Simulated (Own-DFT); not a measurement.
# What it costs to cut wurtzite AlN, m plane (10-10)

The numbers are computed, not measured, by runs of the plane-wave DFT program Own-DFT (in-house, retired, unreviewed) at fixed positions, with no spin and no spin-orbit coupling.

Limits (not all hold for every row): some atoms lie very close together; forces not confirmed at this smearing and k mesh; k mesh not checked against a denser one.

Both sets of runs: PBE; PseudoDojo norm-conserving scalar-relativistic files; cutoff 42 hartree; Gaussian smearing of 0.01 eV. The slab has 128 atoms in 16 layers, two equal faces of 62.02 Å² as cut, 15 Å of vacuum, a dipole correction along the normal and a 6 x 3 x 1 mesh. The bulk cell has 72 atoms, the same measured lattice constants and a 4 x 4 x 3 mesh. In the slab only the 32 atoms nearest the faces were moved at random; u is their rms move along one axis. Energies are counted from -174.06 eV for each atom.

| slab run | u (Å) | E (eV, cell) |
|---|---|---|
| 1 | 0.0460 | 19.948 |
| 2 | 0.0492 | 20.728 |
| 3 | 0.0505 | 21.073 |
| 4 | 0.0524 | 21.872 |
| 5 | 0.0852 | 26.278 |
| 6 | 0.0873 | 25.647 |
| 7 | 0.0891 | 24.293 |
| 8 | 0.0949 | 28.773 |
| 9 | 0.1006 | 26.925 |
| 10 | 0.1026 | 26.177 |
| 11 | 0.1037 | 28.945 |
| 12 | 0.1046 | 31.404 |

| bulk run | u (Å) | E (meV/atom) |
|---|---|---|
| 1 | 0.0187 | -4.06 |
| 2 | 0.0200 | -1.44 |
| 3 | 0.0201 | -1.51 |
| 4 | 0.0201 | -1.23 |
| 5 | 0.0210 | -2.15 |
| 6 | 0.0967 | 284.80 |
| 7 | 0.0973 | 326.96 |
| 8 | 0.0980 | 254.63 |
| 9 | 0.1007 | 290.70 |
| 10 | 0.1071 | 365.44 |

Question: what is the energy of the unrelaxed surface?

## Answer

Take each set to u = 0 with E = a + b u². Rows are weighted down as u grows, with residuals divided by u² + 0.0006 Å². Slab: a = 18.45 ± 0.41 eV. Bulk: a = -14.8 ± 1.1 meV/atom. The excess is 18.45 - 128 x (-0.0148) = 20.35 ± 0.43 eV. Over two faces that is 164 meV/Å², or 2.63 ± 0.06 J/m². Relaxing the faces would lower the energy, and the unlike meshes and the reach from the smallest u down to zero add errors that aren't counted here.
